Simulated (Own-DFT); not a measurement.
# Response to strain: 4H SiC, 72 atoms (C36Si36)

These are calculations, not measurements. They come from Own-DFT, an in-house plane-wave density functional program, since retired, whose code no person has reviewed. Each row is one single-point run on a periodic cell that was not relaxed, without spin or spin-orbit coupling.

Settings of every run: PBE; PseudoDojo norm-conserving scalar-relativistic files; cutoff 42 hartree; 4 x 4 x 3 k mesh centred on Gamma; Fermi-Dirac smearing of 0.1 eV.

Known limits: forces on such cells passed a denser k mesh, each cell not checked; stress not checked against mesh or cutoff.

Unstrained cell vectors in Å: (9.248, 0.000, 0.000); (-4.624, 8.009, 0.000); (0.000, 0.000, 10.068). The unstrained cell has measured lattice constants (interpolated for alloys), not those of this functional. That, the random moves and any unrelaxed bonds set the pressure at no strain. Each run strains this cell uniformly, with the atoms carried along. Every atom was also moved at random, by a Gaussian of width 0.05 Å on each axis. Strain is the symmetric tensor, in per cent. Stress is positive in tension, and the pressure is minus a third of its trace.

```
run  e_xx (%)  e_yy (%)  e_zz (%)  e_yz (%)  e_xz (%)  e_xy (%)  s_xx (GPa)  s_yy (GPa)  s_zz (GPa)  s_yz (GPa)  s_xz (GPa)  s_xy (GPa)  P (GPa)  E (meV/atom)
  1      1.06      0.10     -1.98     -1.91      0.23      1.09        0.67       -4.28      -19.89       -7.22        1.67        5.99     7.83          30.5
  2      0.07     -0.53      1.46      1.08      0.31      1.20       -3.56       -7.71        2.22        3.87        1.05        5.42     3.01           7.3
  3     -1.91     -1.40     -1.73     -0.07      1.23      1.63      -19.12      -16.57      -20.38        0.98        5.59        8.61    18.69          71.7
  4      0.73      1.93     -1.05      0.40      0.10     -1.37       -1.07        5.82      -11.92        1.30        1.61       -5.79     2.39          34.3
  5     -1.28     -1.63     -1.04      0.18     -1.69     -0.41      -13.62      -16.07      -16.10       -1.06       -6.39       -3.78    15.26          42.2
  6      0.32      1.66     -0.51      0.17      0.53     -0.65       -1.03        5.12       -9.38        0.21        1.12       -3.00     1.76           0.0
  7      1.25     -0.18     -1.22      0.78      1.14      1.06        3.53       -6.09      -15.55        2.26        3.62        4.08     6.04          25.0
  8     -0.04     -1.04      1.22      0.99      1.38     -0.66       -4.52      -10.38       -0.05        3.51        5.74       -3.62     4.98          12.1
  9      0.24      0.02      0.17      0.78     -0.39      1.45       -3.84       -4.15       -6.31        1.62       -0.20        5.85     4.77          27.0
 10     -0.26     -0.62      1.01      0.88     -1.24      1.54       -6.56       -8.33       -0.78        2.42       -3.73        8.53     5.22          18.5
 11      1.60     -1.24      1.62      1.45     -1.73      1.69        0.97       -8.57        2.51        4.51       -6.51        7.95     1.70          39.2
 12      1.19     -0.17     -0.47     -1.91      0.29      0.25        1.83       -4.83      -10.50       -7.53        1.64        2.47     4.50          25.0
 13      0.60      1.84     -1.18     -0.43      0.01     -0.49        0.67        5.28      -14.32       -0.43        0.54       -2.96     2.79          12.6
 14      1.52      0.07     -0.36     -0.71      1.81     -0.40        4.65       -3.04       -8.54       -1.51        4.95       -1.90     2.31           5.9
 15     -0.52     -1.04      0.84     -0.23      0.08      1.93       -9.54      -12.11       -1.13       -1.46        0.11       10.02     7.59          25.9
 16      1.76     -0.24     -1.78      1.78     -0.53     -0.08        3.97       -5.68      -17.99        6.50       -0.95        0.15     6.57          31.7
 17      0.75     -0.57      1.46     -0.27     -1.29      1.72           ?           ?           ?           ?           ?           ?        ?             ?
```

E is the free energy for each atom above the lowest run shown.

## Worked fit

Each stress component was fitted by least squares to a constant and the strains of the runs shown, as fractions, with shears doubled. Shear strains stay in the fit of a normal stress only where such slopes are resolved. The slopes, in GPa:

```
stress,at no strain,per e_xx,per e_yy,per e_zz,scatter
s_xx,-4.9,574 ± 36,106 ± 36,28 ± 30,1.32
s_yy,-5.1,122 ± 14,572 ± 14,62 ± 12,0.52
s_zz,-7.2,28 ± 18,74 ± 17,666 ± 15,0.65
```

Each shear stress against twice its own strain: yz 186 ± 11, xz 173 ± 13, xy 253 ± 16 GPa. These are stiffnesses along x, y and z of the frame in which the cell vectors are given, which need not be the crystal's axes. The atoms are held to the strained lattice; where symmetry lets them move under strain, relaxing them would lower some slopes. The table should be nearly symmetric about its diagonal, and what it lacks of that shows the noise. A ninth of its sum, 248 ± 5 GPa, estimates the bulk modulus near the mean pressure of these runs, 6.0 GPa, so it lies above the value at zero pressure.

## Withheld run

Question: what normal stresses and pressure should run 17 give?

The fit gives s_xx = -0.8, s_yy = -6.5, s_zz = 2.4 and P = 1.7 GPa. The calculation gave -1.53, -6.25, 3.27 and P = 1.50 GPa.
